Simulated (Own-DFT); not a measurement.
# A pressure from energies alone: corundum Al2O3, 78 atoms (Al32O46), with two O vacancies

All values are computed. Each geometry was run twice at fixed positions with Own-DFT, a retired in-house plane-wave program that no person has reviewed: with PBE, and with HSE06 (exact exchange share 0.25 at short range, screening 0.11 per bohr, Gygi-Baldereschi treatment of its divergence). Both used PseudoDojo norm-conserving files made for PBE, a cutoff of 48 hartree, the Gamma point alone, fixed occupations, a neutral cell and no spin. The unstrained cell is 7.9 Å across at its thinnest, so Gamma alone is coarse and defects feel their images. The oxygen file's force components were 24 meV/Å off all-electron values in a glass.

Unstrained cell vectors in Å: (5.494, 0.000, 8.660); (-2.747, 4.758, 8.660); (-2.747, -4.758, 8.660), volume V0 = 679.1 Å³, from measured lattice constants. Each geometry has its own random strain of a few per cent, its own defect sites and random moves of rms u per axis. HSE06 gave the energy alone. D is its energy less that of PBE, over the lowest D shown. The PBE stress wasn't checked against mesh or cutoff.

| run | V - V0 (Å³) | u (Å) | P with PBE (GPa) | D (eV) |
|---|---|---|---|---|
| 1 | 17.8 | 0.0301 | 1.05 | 1.359 |
| 2 | 6.1 | 0.0297 | 5.64 | 0.780 |
| 3 | 22.8 | 0.0281 | -0.97 | 1.505 |
| 4 | -14.8 | 0.0275 | 12.64 | 0.023 |
| 5 | 13.8 | 0.0308 | 2.91 | 1.109 |
| 6 | -8.5 | 0.0322 | 10.71 | 0.283 |
| 7 | -14.7 | 0.0312 | 13.21 | 0.000 |
| 8 | -3.9 | 0.0502 | 10.73 | 0.573 |
| 9 | -10.3 | 0.0437 | 12.86 | 0.275 |
| 10 | 2.5 | 0.0504 | 7.89 | 0.750 |
| 11 | 5.9 | 0.0478 | 6.52 | 0.911 |
| 12 | -11.1 | 0.0311 | 11.94 | 0.219 |
| 13 | 12.4 | 0.0296 | 2.52 | ? |

## Fit

D = 0.55 + 0.0391 (V - V0) + 55 u² eV, with an error of 0.0010 on the volume slope, 18 on the last term and a scatter of 0.04 eV. Pressure is -dE/dV, and 1 eV/Å³ is 160.2 GPa, so HSE06 changes the pressure by -6.3 ± 0.2 GPa. With the ions held to the strained lattice, the PBE pressure falls by 251 ± 5 GPa per unit of volume strain; the shape of the strain isn't fitted, so the true error is larger, and a relaxed crystal would be softer. On that slope HSE06's volume at a given pressure is about 2.5 % smaller, or 0.8 % in lengths. At u = 0 and V0 the PBE pressure is 6.9 GPa, which puts the zero-pressure volume, against the measured cell and with the defects in, at +2.7 % for PBE and +0.2 % for HSE06, each good to a few tenths of a per cent.

## Check

Question: what D should run 13 give?

The fit gives 1.09 eV, with rows scattering by 0.04. Computed: 1.106 eV.
